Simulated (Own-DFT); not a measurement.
# Point defects and the pressure they add: zincblende GaAs

No measurement is shown. These are fixed-geometry runs of a retired plane-wave code named Own-DFT, which no person has reviewed; spin and spin-orbit coupling are neglected.

Settings: PBE; PseudoDojo norm-conserving scalar-relativistic files; cutoff 42 hartree; 3 x 3 x 3 k mesh centred on Gamma; Fermi-Dirac smearing of 0.1 eV.

Limits (not all hold for every row): not probed for a lower state with spin; forces not confirmed at this smearing and k mesh; stress not checked against mesh or cutoff.

All runs share one cell, with vectors in Å (10.862, 0.000, 0.000); (0.000, 10.862, 0.000); (0.000, 0.000, 11.796) and a volume of 1391.7 Å³, strained against the parent crystal. Atoms were moved at random from their sites; u is the rms move along one axis. The defect's site can differ from row to row.

| cell | formula | u (Å) | P (GPa) |
|---|---|---|---|
| no defect | As32Ga32 | 0.0296 | 6.67 |
| no defect | As32Ga32 | 0.0421 | 6.93 |
| no defect | As32Ga32 | 0.0503 | 7.05 |
| one Al on a Ga site | AlAs32Ga31 | 0.0297 | 6.62 |
| one Al on a Ga site | AlAs32Ga31 | 0.0318 | 6.70 |
| one Al on a Ga site | AlAs32Ga31 | 0.0518 | 7.05 |
| one In on a Ga site | As32Ga31In | 0.0300 | 7.49 |
| one In on a Ga site | As32Ga31In | 0.0300 | 7.43 |
| one In on a Ga site | As32Ga31In | 0.0314 | 7.44 |
| one P on an As site | As31Ga32P | 0.0276 | 6.34 |
| one P on an As site | As31Ga32P | 0.0315 | 6.38 |
| one P on an As site | As31Ga32P | 0.0482 | 6.68 |
| one As vacancy and one Ga vacancy | As31Ga31 | 0.0282 | 5.94 |
| one As vacancy and one Ga vacancy | As31Ga31 | 0.0306 | ? |
| one As vacancy and one Ga vacancy | As31Ga31 | 0.0487 | 6.36 |
| one As vacancy and one Ga vacancy | As31Ga31 | 0.0509 | 6.44 |

## Working it out

P = P0 + c u² + a shift for each defect gives P0 = 6.47 GPa, c = 239 ± 13 GPa/Å² and a scatter of 0.03 GPa. The shifts, and each times the cell's volume:

- one In on a Ga site: 0.76 ± 0.03 GPa, 6.6 eV
- one Al on a Ga site: -0.05 ± 0.03 GPa, -0.4 eV (not resolved)
- one P on an As site: -0.33 ± 0.03 GPa, -2.9 eV
- one As vacancy and one Ga vacancy: -0.68 ± 0.03 GPa, -5.9 eV

A positive shift means that the defect pushes the cell outwards. Shift times volume (160.2 GPa Å³ is 1 eV) depends little on the cell's size, so, taken for each site, it can be compared between cells at like pressure. The atoms around the defects weren't relaxed, which would change these numbers.

## Test on the hidden row

The question: what pressure belongs in the blank (one As vacancy and one Ga vacancy, u = 0.0306 Å)?

From the fit: 6.01 ± 0.04 GPa. The calculation gave 5.93 GPa.
